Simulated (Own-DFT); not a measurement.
# Computed records: GaN (wurtzite, strained, atoms displaced)

All values are calculated (Own-DFT development build). A calculation, not a measurement: plane-wave PBE density functional theory by an unreviewed code, no spin, of a simulated periodic cell, stress positive in tension, free energy of the whole cell less one offset for each atom, forces on such cells passed a denser k mesh, this cell's mesh not checked; offsets are fitted by least squares, one for each functional and potential file, so energies compare only between cells with the same atoms and settings and are not formation energies; the far tail of each file's local potential was reset to the Coulomb form; each entry is a single point on an unrelaxed cell, so the pressure reflects the starting lattice, mostly measured values (interpolated for alloys), from which strain is counted, and rises with the displacements; printed positions are rounded, which can move forces by about a meV/angstrom; the program, named Own-DFT, is a retired in-house code; no spin-orbit coupling.

Settings shared by all entries: functional PBE; potential files PseudoDojo norm-conserving, scalar-relativistic, standard set with the stringent files for Ga; wave cutoff 96 hartree; occupations Gaussian; smearing width 0.01 eV; k mesh 3 x 4 x 3 centred on Gamma.

(1) 
```cif
# cell vector a (Å): 12.7560 0.0000 0.0000
# cell vector b (Å): -4.7835 8.2853 0.0000
# cell vector c (Å): 0.0000 0.0000 10.2144
data_GaN
_symmetry_space_group_name_H-M 'P 1'
_symmetry_Int_Tables_number 1
_cell_length_a 12.7560
_cell_length_b 9.5670
_cell_length_c 10.2144
_cell_angle_alpha 90.000
_cell_angle_beta 90.000
_cell_angle_gamma 120.000
_cell_volume 1079.53
loop_
_atom_site_label
_atom_site_type_symbol
_atom_site_fract_x
_atom_site_fract_y
_atom_site_fract_z
_atom_site_occupancy
Ga1 Ga 0.07998 0.21716 0.00634 1
Ga2 Ga 0.16515 0.11452 0.25239 1
N1 N 0.08101 0.21579 0.19293 1
N2 N 0.16270 0.11798 0.43493 1
Ga3 Ga 0.08348 0.21128 0.49186 1
Ga4 Ga 0.16773 0.10598 0.75841 1
N3 N 0.07920 0.22300 0.69080 1
N4 N 0.16303 0.10991 0.93686 1
Ga5 Ga 0.08269 0.55993 0.99307 1
Ga6 Ga 0.16215 0.44091 0.24977 1
N5 N 0.08239 0.55850 0.19317 1
N6 N 0.16851 0.44003 0.43486 1
Ga7 Ga 0.08443 0.55583 0.50238 1
Ga8 Ga 0.17358 0.44095 0.74607 1
N7 N 0.07077 0.55200 0.69147 1
N8 N 0.16631 0.44574 0.93503 1
Ga9 Ga 0.08810 0.88732 0.00276 1
Ga10 Ga 0.16816 0.77372 0.24247 1
N9 N 0.08736 0.88105 0.18540 1
N10 N 0.17186 0.77960 0.43100 1
Ga11 Ga 0.08205 0.88862 0.49990 1
Ga12 Ga 0.16911 0.77823 0.74916 1
N11 N 0.08670 0.88573 0.68698 1
N12 N 0.15562 0.76753 0.93967 1
Ga13 Ga 0.32937 0.22755 0.99720 1
Ga14 Ga 0.41690 0.10282 0.24828 1
N13 N 0.33765 0.22597 0.18923 1
N14 N 0.42001 0.10253 0.44814 1
Ga15 Ga 0.33738 0.23330 0.50196 1
Ga16 Ga 0.41378 0.11541 0.74149 1
N15 N 0.33307 0.22338 0.68176 1
N16 N 0.41264 0.10906 0.93637 1
Ga17 Ga 0.33333 0.55254 0.99852 1
Ga18 Ga 0.42356 0.44900 0.25614 1
N17 N 0.33082 0.56335 0.19137 1
N18 N 0.41767 0.44567 0.45257 1
Ga19 Ga 0.33833 0.55840 0.50091 1
Ga20 Ga 0.41005 0.44392 0.75502 1
N19 N 0.32823 0.55445 0.67807 1
N20 N 0.41072 0.43074 0.94048 1
Ga21 Ga 0.33010 0.88195 0.00115 1
Ga22 Ga 0.40498 0.77068 0.25041 1
N21 N 0.33568 0.89363 0.19110 1
N22 N 0.42099 0.77514 0.43865 1
Ga23 Ga 0.32659 0.88153 0.49874 1
Ga24 Ga 0.41704 0.78205 0.75477 1
N23 N 0.33421 0.88288 0.68852 1
N24 N 0.41591 0.77044 0.94683 1
Ga25 Ga 0.58823 0.23521 0.00216 1
Ga26 Ga 0.66636 0.11246 0.25154 1
N25 N 0.57882 0.21889 0.18198 1
N26 N 0.67654 0.11454 0.44170 1
Ga27 Ga 0.58084 0.21997 0.50176 1
Ga28 Ga 0.66653 0.10700 0.74089 1
N27 N 0.58164 0.22311 0.69843 1
N28 N 0.65684 0.10327 0.93658 1
Ga29 Ga 0.58372 0.55098 0.00264 1
Ga30 Ga 0.67278 0.44554 0.25658 1
N29 N 0.58488 0.55407 0.18496 1
N30 N 0.67375 0.45624 0.42993 1
Ga31 Ga 0.58508 0.56350 0.50088 1
Ga32 Ga 0.66457 0.44207 0.75104 1
N31 N 0.58241 0.55789 0.69291 1
N32 N 0.65988 0.44212 0.93560 1
Ga33 Ga 0.58881 0.89248 0.00679 1
Ga34 Ga 0.66383 0.77599 0.25162 1
N33 N 0.58415 0.88430 0.18697 1
N34 N 0.66230 0.77734 0.43760 1
Ga35 Ga 0.58441 0.89935 0.50016 1
Ga36 Ga 0.67312 0.78481 0.75648 1
N35 N 0.58336 0.88418 0.68847 1
N36 N 0.66924 0.77443 0.94169 1
Ga37 Ga 0.83646 0.23038 0.99865 1
Ga38 Ga 0.91641 0.10335 0.24669 1
N37 N 0.83251 0.22496 0.19333 1
N38 N 0.91874 0.10837 0.43522 1
Ga39 Ga 0.82885 0.22200 0.50140 1
Ga40 Ga 0.91616 0.10842 0.74903 1
N39 N 0.83164 0.22447 0.68609 1
N40 N 0.91444 0.10755 0.93915 1
Ga41 Ga 0.83453 0.57005 0.99713 1
Ga42 Ga 0.92136 0.44394 0.25460 1
N41 N 0.83534 0.55808 0.18374 1
N42 N 0.92263 0.44427 0.43761 1
Ga43 Ga 0.83832 0.56231 0.49908 1
Ga44 Ga 0.91511 0.43972 0.75549 1
N43 N 0.83497 0.55597 0.68176 1
N44 N 0.92035 0.44754 0.93860 1
Ga45 Ga 0.83789 0.89405 0.00170 1
Ga46 Ga 0.91390 0.78502 0.24813 1
N45 N 0.83223 0.89588 0.19201 1
N46 N 0.91565 0.78421 0.43741 1
Ga47 Ga 0.83327 0.88110 0.50693 1
Ga48 Ga 0.92408 0.78388 0.75603 1
N47 N 0.82699 0.88568 0.69090 1
N48 N 0.91142 0.77469 0.94004 1
_calc_free_energy_of_cell_above_offsets '-3.736'  # eV
_calc_pressure 10.26  # GPa
_calc_stress_xx -6.59  # GPa
_calc_stress_yy -9.16  # GPa
_calc_stress_zz -15.02  # GPa
_calc_stress_yz 0.64  # GPa
_calc_stress_xz 0.36  # GPa
_calc_stress_xy -0.62  # GPa
```

Force:
| element | x (eV/Å) | y (eV/Å) | z (eV/Å) |
| --- | --- | --- | --- |
| Ga | -0.226 | 0.904 | -1.228 |
| Ga | 1.881 | -0.827 | -1.036 |
| N | -0.26 | 0.774 | -0.862 |
| N | 3.94 | -2.101 | 0.369 |
| Ga | -3.179 | 2.413 | 2.061 |
| Ga | -0.766 | 0.697 | -2.554 |
| N | 1.402 | -0.955 | -0.682 |
| N | 0.051 | -0.464 | 1.641 |
| Ga | 0.871 | -1.979 | 1.465 |
| Ga | 0.316 | 0.442 | -0.128 |
| N | 0.84 | -1.008 | -1.628 |
| N | -0.225 | 0.452 | 1.087 |
| Ga | 0.628 | -0.311 | -0.148 |
| Ga | -2.534 | -0.034 | 0.179 |
| N | 2.802 | 0.935 | -0.442 |
| N | 0.208 | -0.558 | 0.767 |
| Ga | -1.339 | 0.401 | -0.4 |
| Ga | -0.059 | 0.496 | 0.944 |
| N | -1.818 | 1.393 | 0.99 |
| N | -1.7 | -0.49 | 0.802 |
| Ga | 0.637 | 0.282 | -0.931 |
| Ga | 0.071 | -1.106 | -0.028 |
| N | -0.576 | 0.792 | 0.403 |
| N | 1.607 | 2.12 | -0.824 |
| Ga | 1.321 | -2.842 | 1.29 |
| Ga | -0.758 | 1.904 | 0.759 |
| N | -0.67 | -0.256 | 0.587 |
| N | -1.485 | 0.848 | -1.35 |
| Ga | -0.019 | -2.2 | -1.288 |
| Ga | 0.71 | -0.943 | 1.443 |
| N | -0.938 | -0.035 | 1.819 |
| N | -0.253 | -0.139 | 0.094 |
| Ga | -0.336 | -0.415 | 0.804 |
| Ga | -1.005 | -0.288 | -0.314 |
| N | 0.904 | -2.452 | -0.603 |
| N | 0.776 | 0.592 | -2.232 |
| Ga | -1.203 | -0.151 | -1.701 |
| Ga | 1.036 | 0.485 | -1.293 |
| N | 1.149 | 0.811 | 2.808 |
| N | -0.109 | 3.109 | -0.471 |
| Ga | 0.119 | 1.057 | -0.642 |
| Ga | 1.893 | 1.505 | 0.372 |
| N | -0.37 | -1.337 | -0.839 |
| N | -1.067 | 0.725 | -0.03 |
| Ga | 1.709 | 0.09 | 0.33 |
| Ga | 0.911 | -0.733 | -0.024 |
| N | -0.943 | 0.762 | 0.051 |
| N | -0.076 | 0.79 | -0.973 |
| Ga | -0.343 | -2.492 | -1.489 |
| Ga | 0.049 | -0.474 | -0.733 |
| N | 0.885 | 0.544 | 2.267 |
| N | -3.087 | -0.328 | -0.834 |
| Ga | 1.072 | 1.196 | 0.369 |
| Ga | -0.594 | 0.147 | 1.637 |
| N | 0.445 | -0.351 | -1.834 |
| N | 1.184 | 1.502 | -0.144 |
| Ga | -0.96 | 0.554 | -0.863 |
| Ga | -0.491 | -0.321 | -3.256 |
| N | 0.165 | 0.121 | 1.412 |
| N | -0.473 | -1.079 | 3.416 |
| Ga | 0.58 | -0.437 | 0.797 |
| Ga | 0.094 | 1.054 | -0.917 |
| N | -0.174 | -0.141 | -0.038 |
| N | 1.54 | 1.168 | 0.367 |
| Ga | -0.302 | -0.565 | -1.311 |
| Ga | 0.154 | -0.066 | -0.269 |
| N | -1.113 | 0.577 | 1.698 |
| N | 0.642 | 0.743 | 0.534 |
| Ga | 0.617 | -1.543 | -0.091 |
| Ga | -1.522 | -1.673 | -0.189 |
| N | -0.429 | 0.19 | 0.174 |
| N | -0.372 | 0.258 | 0.57 |
| Ga | -0.9 | -1.26 | 0.448 |
| Ga | -1.41 | 1.945 | 1.286 |
| N | 0.648 | -0.314 | -0.814 |
| N | -0.919 | -0.404 | 0.879 |
| Ga | 3.2 | 1.096 | -0.322 |
| Ga | -0.512 | 0.574 | -0.211 |
| N | 0.523 | -0.635 | 0.85 |
| N | -0.062 | 0.872 | 0.103 |
| Ga | 0.318 | -3.189 | 0.568 |
| Ga | -1.075 | 0.221 | -0.946 |
| N | 0.047 | 0.213 | 0.832 |
| N | -1.218 | 0.198 | 0.742 |
| Ga | 0.407 | -0.652 | -0.638 |
| Ga | -1.11 | 0.118 | -1.132 |
| N | -0.467 | 0.26 | 1.935 |
| N | -1.511 | -0.032 | 0.562 |
| Ga | -1.055 | -0.707 | 0.163 |
| Ga | 1.225 | -0.842 | -0.205 |
| N | 0.298 | -1.9 | -1.078 |
| N | 1.365 | -0.641 | -0.138 |
| Ga | -1.722 | 1.338 | -1.147 |
| Ga | -0.897 | -1.087 | -1.393 |
| N | 2.284 | 0.737 | 0.209 |
| N | 1.107 | 2.354 | -0.24 |

(2) 
```cif
# cell vector a (Å): 12.7560 0.0000 0.0000
# cell vector b (Å): -4.7835 8.2853 0.0000
# cell vector c (Å): 0.0000 0.0000 10.2144
data_GaN
_symmetry_space_group_name_H-M 'P 1'
_symmetry_Int_Tables_number 1
_cell_length_a 12.7560
_cell_length_b 9.5670
_cell_length_c 10.2144
_cell_angle_alpha 90.000
_cell_angle_beta 90.000
_cell_angle_gamma 120.000
_cell_volume 1079.53
loop_
_atom_site_label
_atom_site_type_symbol
_atom_site_fract_x
_atom_site_fract_y
_atom_site_fract_z
_atom_site_occupancy
Ga1 Ga 0.09013 0.23042 0.00249 1
Ga2 Ga 0.16618 0.11413 0.24834 1
N1 N 0.07714 0.22838 0.19515 1
N2 N 0.16819 0.10935 0.44393 1
Ga3 Ga 0.08192 0.22300 0.49594 1
Ga4 Ga 0.16679 0.10970 0.75022 1
N3 N 0.09011 0.23477 0.68747 1
N4 N 0.17231 0.10684 0.94784 1
Ga5 Ga 0.09077 0.55376 0.99881 1
Ga6 Ga 0.16749 0.44859 0.24883 1
N5 N 0.08550 0.55502 0.19195 1
N6 N 0.16915 0.44533 0.44139 1
Ga7 Ga 0.08274 0.55041 0.50207 1
Ga8 Ga 0.16561 0.43898 0.75404 1
N7 N 0.07640 0.54524 0.68127 1
N8 N 0.16389 0.44501 0.94408 1
Ga9 Ga 0.09131 0.89169 0.99848 1
Ga10 Ga 0.16455 0.77810 0.25674 1
N9 N 0.08801 0.90455 0.18205 1
N10 N 0.16633 0.78554 0.44166 1
Ga11 Ga 0.07981 0.88645 0.49834 1
Ga12 Ga 0.17190 0.78140 0.74872 1
N11 N 0.08656 0.88791 0.68104 1
N12 N 0.16129 0.76352 0.93457 1
Ga13 Ga 0.33474 0.21528 0.99792 1
Ga14 Ga 0.41244 0.10784 0.25470 1
N13 N 0.32896 0.22201 0.18107 1
N14 N 0.41772 0.11728 0.44102 1
Ga15 Ga 0.33078 0.21264 0.49817 1
Ga16 Ga 0.41727 0.10213 0.75448 1
N15 N 0.33850 0.21987 0.68391 1
N16 N 0.41704 0.10596 0.94516 1
Ga17 Ga 0.33243 0.55850 0.00503 1
Ga18 Ga 0.41713 0.44324 0.25964 1
N17 N 0.33949 0.56299 0.18990 1
N18 N 0.41572 0.45217 0.44069 1
Ga19 Ga 0.32991 0.54591 0.50364 1
Ga20 Ga 0.41359 0.43688 0.75350 1
N19 N 0.33036 0.55917 0.68399 1
N20 N 0.41370 0.44825 0.94468 1
Ga21 Ga 0.33805 0.88471 0.99634 1
Ga22 Ga 0.42019 0.78077 0.25023 1
N21 N 0.33687 0.88750 0.18481 1
N22 N 0.42019 0.78026 0.43153 1
Ga23 Ga 0.33624 0.88504 0.50424 1
Ga24 Ga 0.42864 0.79531 0.74766 1
N23 N 0.32964 0.89084 0.69214 1
N24 N 0.41874 0.76705 0.94336 1
Ga25 Ga 0.57476 0.20602 0.00192 1
Ga26 Ga 0.66530 0.11128 0.25117 1
N25 N 0.57796 0.22369 0.18245 1
N26 N 0.66270 0.10820 0.43950 1
Ga27 Ga 0.58256 0.22136 0.49882 1
Ga28 Ga 0.66186 0.09852 0.74579 1
N27 N 0.58435 0.21834 0.69039 1
N28 N 0.66379 0.11438 0.93581 1
Ga29 Ga 0.57841 0.55035 0.00482 1
Ga30 Ga 0.66229 0.44342 0.25033 1
N29 N 0.57688 0.55229 0.19286 1
N30 N 0.66511 0.44175 0.44524 1
Ga31 Ga 0.58139 0.55398 0.50204 1
Ga32 Ga 0.65440 0.43624 0.75273 1
N31 N 0.58478 0.55469 0.68773 1
N32 N 0.66442 0.44426 0.94294 1
Ga33 Ga 0.58168 0.87904 0.00090 1
Ga34 Ga 0.66332 0.77627 0.24622 1
N33 N 0.57912 0.89050 0.19492 1
N34 N 0.65657 0.76516 0.44333 1
Ga35 Ga 0.58188 0.88510 0.50868 1
Ga36 Ga 0.67162 0.78102 0.75104 1
N35 N 0.58761 0.89985 0.69029 1
N36 N 0.66812 0.78114 0.94200 1
Ga37 Ga 0.83159 0.22391 0.00074 1
Ga38 Ga 0.91833 0.11298 0.25503 1
N37 N 0.82731 0.21926 0.19051 1
N38 N 0.92680 0.11860 0.43682 1
Ga39 Ga 0.83592 0.21574 0.49514 1
Ga40 Ga 0.91476 0.11339 0.74276 1
N39 N 0.83516 0.22947 0.68781 1
N40 N 0.92356 0.11190 0.94145 1
Ga41 Ga 0.83809 0.55778 0.00152 1
Ga42 Ga 0.91824 0.44469 0.25652 1
N41 N 0.82765 0.54819 0.19405 1
N42 N 0.92128 0.44288 0.44899 1
Ga43 Ga 0.83047 0.55543 0.49161 1
Ga44 Ga 0.91702 0.45143 0.75206 1
N43 N 0.83778 0.56181 0.68795 1
N44 N 0.91576 0.44031 0.93976 1
Ga45 Ga 0.83478 0.89662 0.99905 1
Ga46 Ga 0.91360 0.76603 0.24809 1
N45 N 0.83347 0.87430 0.18439 1
N46 N 0.91516 0.77668 0.43310 1
Ga47 Ga 0.82370 0.88268 0.50844 1
Ga48 Ga 0.92285 0.78715 0.75184 1
N47 N 0.82746 0.88744 0.68284 1
N48 N 0.91938 0.77251 0.93177 1
_calc_free_energy_of_cell_above_offsets '-3.954'  # eV
_calc_pressure 10.03  # GPa
_calc_stress_xx -7.65  # GPa
_calc_stress_yy -8.13  # GPa
_calc_stress_zz -14.3  # GPa
_calc_stress_yz -0.62  # GPa
_calc_stress_xz 0.46  # GPa
_calc_stress_xy -0.57  # GPa
```

Force:
| element | x (eV/Å) | y (eV/Å) | z (eV/Å) |
| --- | --- | --- | --- |
| Ga | -0.128 | -1.547 | 0.469 |
| Ga | -0.361 | 0.71 | 0.556 |
| N | 1.737 | -0.105 | -0.927 |
| N | -0.921 | 0.19 | -1.073 |
| Ga | 2.031 | 0.774 | 0.806 |
| Ga | 0.251 | 0.315 | -0.213 |
| N | -0.038 | -2.867 | 0.005 |
| N | -1.389 | 1.108 | -2.043 |
| Ga | -2.92 | -0.047 | 1.041 |
| Ga | 1.007 | 0.272 | 0.839 |
| N | -1.071 | 0.673 | -0.348 |
| N | -0.426 | -0.096 | -0.86 |
| Ga | 0.486 | 1.018 | -0.753 |
| Ga | -0.592 | 2.191 | -0.418 |
| N | 1.24 | 1.37 | 2.465 |
| N | 2.183 | -0.443 | -0.946 |
| Ga | -0.79 | -1.533 | -0.21 |
| Ga | 0.415 | 0.642 | -1.378 |
| N | 0.143 | -2.592 | 1.249 |
| N | 1.227 | -1.042 | 0.226 |
| Ga | -0.341 | 0.229 | -0.549 |
| Ga | -1.629 | -2.169 | -0.333 |
| N | -0.457 | 0.647 | 1.699 |
| N | 0.86 | 1.931 | 0.316 |
| Ga | -0.055 | 1.397 | 0.188 |
| Ga | -0.019 | 0.12 | -1.258 |
| N | 0.691 | 0.348 | 2.051 |
| N | 0.824 | -1.354 | -0.208 |
| Ga | -0.593 | 1.559 | 0.267 |
| Ga | -0.369 | 1.838 | -0.36 |
| N | -0.519 | -0.225 | 1.544 |
| N | -0.816 | -0.7 | -1.535 |
| Ga | 0.229 | -1.304 | -0.023 |
| Ga | -0.965 | -0.373 | -1.706 |
| N | -0.564 | -1.117 | 0.553 |
| N | 1.246 | -1.832 | 0.645 |
| Ga | -0.631 | 1.522 | -0.846 |
| Ga | -0.336 | 1.088 | -0.441 |
| N | 0.979 | 0.489 | 2.171 |
| N | 0.473 | -1.148 | -0.885 |
| Ga | -0.923 | -0.786 | 0.633 |
| Ga | -1.042 | -0.423 | -0.321 |
| N | -1.086 | 0.006 | 0.659 |
| N | -0.496 | -0.384 | 2.593 |
| Ga | -0.599 | 0.29 | -1.201 |
| Ga | -1.481 | -2.899 | 0.822 |
| N | 2.048 | -0.28 | -0.434 |
| N | -0.775 | 1.784 | -1.69 |
| Ga | 1.006 | 2.399 | -0.451 |
| Ga | -0.878 | 0.158 | -0.212 |
| N | 0.456 | -0.37 | 2.168 |
| N | 0.953 | -0.09 | 0.327 |
| Ga | 0.229 | 0.052 | 0.632 |
| Ga | 0.699 | 5.074 | 1.427 |
| N | -0.619 | -0.46 | -0.167 |
| N | 1.112 | -1.542 | 0.248 |
| Ga | 0.594 | 0.287 | -0.458 |
| Ga | -0.068 | -0.459 | 0.063 |
| N | 0.686 | 0.425 | -0.017 |
| N | -0.498 | 0.021 | -1.213 |
| Ga | -0.009 | -1.098 | 0.013 |
| Ga | 2.377 | 0.776 | 0.257 |
| N | -1.308 | 0.575 | 0.8 |
| N | 0.048 | -0.47 | 0.064 |
| Ga | -0.274 | 1.767 | 0.691 |
| Ga | 0.47 | 0.202 | 0.614 |
| N | 1.78 | 0.265 | -1.308 |
| N | 0.641 | 2.087 | -0.74 |
| Ga | -0.328 | 0.121 | -2.424 |
| Ga | -0.993 | -1.362 | 0.658 |
| N | 0.945 | -3.482 | -0.386 |
| N | 0.468 | -0.721 | -0.58 |
| Ga | 0.281 | -0.544 | -0.312 |
| Ga | -0.937 | -1.293 | -1.612 |
| N | 0.992 | 0.23 | 0.284 |
| N | -1.891 | -2.263 | 0.811 |
| Ga | -1.216 | 0.777 | 0.856 |
| Ga | 0.474 | 0.728 | 1.008 |
| N | -0.185 | -1.277 | -0.088 |
| N | -0.844 | 0.624 | -0.923 |
| Ga | -0.79 | -0.736 | -0.418 |
| Ga | -0.043 | -0.425 | -0.292 |
| N | 0.898 | -0.121 | -0.492 |
| N | -1.405 | -0.304 | -1.754 |
| Ga | 1.038 | -0.054 | 1.858 |
| Ga | -0.288 | -0.361 | -0.539 |
| N | -1.367 | -0.094 | -0.232 |
| N | 0.517 | 0.654 | 0.496 |
| Ga | 1.187 | -1.088 | -0.028 |
| Ga | 0.402 | 1.481 | -0.441 |
| N | -1.464 | 1.421 | 0.914 |
| N | -0.546 | 0.347 | 0.925 |
| Ga | 1.048 | 0.024 | -3.71 |
| Ga | -0.07 | -1.415 | -1.404 |
| N | 1.348 | 1 | 2.419 |
| N | -0.364 | 1.288 | 1.826 |
